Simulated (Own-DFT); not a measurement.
# How strain changes the stress of grey tin, 32 atoms (Sn32)

These are calculations, not measurements. They come from Own-DFT, an in-house plane-wave density functional program, since retired, whose code no person has reviewed. Each row is one single-point run on a periodic cell that was not relaxed, without spin or spin-orbit coupling.

Settings of every run: PBE; PseudoDojo norm-conserving scalar-relativistic files; cutoff 42 hartree; 3 x 3 x 5 k mesh centred on Gamma; cold (Marzari-Vanderbilt) smearing of 0.2 eV.

Known limits: forces on such cells failed a check on a denser k mesh; stress not checked against mesh or cutoff.

Unstrained cell vectors in Å: (12.978, 0.000, 0.000); (0.000, 12.978, 0.000); (0.000, 0.000, 6.489). The unstrained cell has measured lattice constants (interpolated for alloys), not those of this functional. That, the random moves and any unrelaxed bonds set the pressure at no strain. Each run strains this cell uniformly, with the atoms carried along. Every atom was also moved at random, by a Gaussian of width 0.05 Å on each axis. Strain is the symmetric tensor, in per cent. Stress is positive in tension, and the pressure is minus a third of its trace.

```
run  e_xx (%)  e_yy (%)  e_zz (%)  s_xx (GPa)  s_yy (GPa)  s_zz (GPa)  P (GPa)  E (meV/atom)
  1     -1.00     -1.00      0.00       -4.87       -4.91       -4.51     4.76          50.6
  2      0.25      0.25      0.00       -3.25       -3.25       -3.32     3.28          17.0
  3      0.75      0.75      0.00       -2.79       -2.72       -3.02     2.84          16.2
  4     -2.00     -2.00      0.00       -6.17       -6.15       -5.62     5.98          74.8
  5      2.50      2.50      0.00       -1.03       -1.08       -1.71     1.27           0.0
  6      2.25      2.25      0.00       -1.35       -1.27       -1.95     1.52           6.2
  7     -0.50     -0.50      0.00       -4.17       -4.08       -4.06     4.10          33.0
  8      1.75      1.75      0.00       -1.87       -1.89       -2.46     2.07          19.6
  9      1.25      1.25      0.00           ?           ?           ?        ?             ?
```

E is the free energy for each atom above the lowest run shown.

## Worked fit

The change of volume is close to e_xx + e_yy + e_zz. A straight line through the runs shown gives P = 3.75 - 50 x (fractional change of volume) GPa, with an error of 2 on the slope and a scatter of 0.17 GPa. The strain isn't the same on all axes, but the crystal is cubic, so the slope still estimates the bulk modulus, averaged over pressures from 1.3 to 6.0 GPa.

## Withheld run

Question: what pressure should run 9 give? Its volume changes by 2.52 %.

The line gives 2.5 GPa. The calculation gave 2.36 GPa.
